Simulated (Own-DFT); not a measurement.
# What a defect does to the pressure of its cell: C11b WSi2

The numbers are computed, not measured, by runs of the plane-wave DFT program Own-DFT (in-house, retired, unreviewed) at fixed positions, with no spin and no spin-orbit coupling.

Method: PBE; PseudoDojo norm-conserving scalar-relativistic files; cutoff 50 hartree; 5 x 5 x 5 k mesh centred on Gamma; cold (Marzari-Vanderbilt) smearing of 0.2 eV.

Keep in mind: forces on such cells failed a check on a denser k mesh; stress not checked against mesh or cutoff.

All runs share one cell, with vectors in Å (-2.148, -5.953, 3.409); (-6.444, 2.976, 1.136); (-2.553, -2.948, -6.757) and a volume of 403.2 Å³. Atoms were moved at random from their sites; u is the rms move along one axis. The defect's site can differ from row to row.

| cell | formula | u (Å) | P (GPa) |
|---|---|---|---|
| no defect | Si20W10 | 0.0191 | 4.43 |
| no defect | Si20W10 | 0.0222 | 4.69 |
| no defect | Si20W10 | 0.0399 | 5.62 |
| one W on a Si site | Si19W11 | 0.0306 | 9.54 |
| one W on a Si site | Si19W11 | 0.0316 | 9.65 |
| one W on a Si site | Si19W11 | 0.0546 | 10.94 |
| one W vacancy | Si20W9 | 0.0312 | 3.90 |
| one W vacancy | Si20W9 | 0.0424 | 3.75 |
| one W vacancy | Si20W9 | 0.0430 | 4.88 |
| one Si vacancy | Si19W10 | 0.0305 | 2.94 |
| one Si vacancy | Si19W10 | 0.0365 | 3.27 |
| one Si vacancy | Si19W10 | 0.0530 | 4.58 |
| one Si on a W site | Si21W9 | 0.0279 | 6.22 |
| one Si on a W site | Si21W9 | 0.0316 | 6.64 |
| one Si on a W site | Si21W9 | 0.0505 | 7.57 |
| one Si on a W site | Si21W9 | 0.0519 | ? |

## Working it out

P = P0 + c u² + a shift for each defect gives P0 = 4.30 GPa, c = 749 ± 103 GPa/Å² and a scatter of 0.29 GPa. The shifts, and each times the cell's volume:

- one W on a Si site: 4.52 ± 0.25 GPa, 11.4 eV
- one Si on a W site: 1.43 ± 0.24 GPa, 3.6 eV
- one W vacancy: -1.27 ± 0.25 GPa, -3.2 eV
- one Si vacancy: -1.97 ± 0.25 GPa, -5.0 eV

A positive shift means that the defect pushes the cell outwards. Shift times volume (160.2 GPa Å³ is 1 eV) depends little on the cell's size, so, taken for each site, it can be compared between cells at like pressure. The atoms around the defects weren't relaxed, which would change these numbers.

## Test on the hidden row

Question: what pressure belongs in the blank (one Si on a W site, u = 0.0519 Å)?

From the fit: 7.75 ± 0.36 GPa. The run itself gave 7.79 GPa.
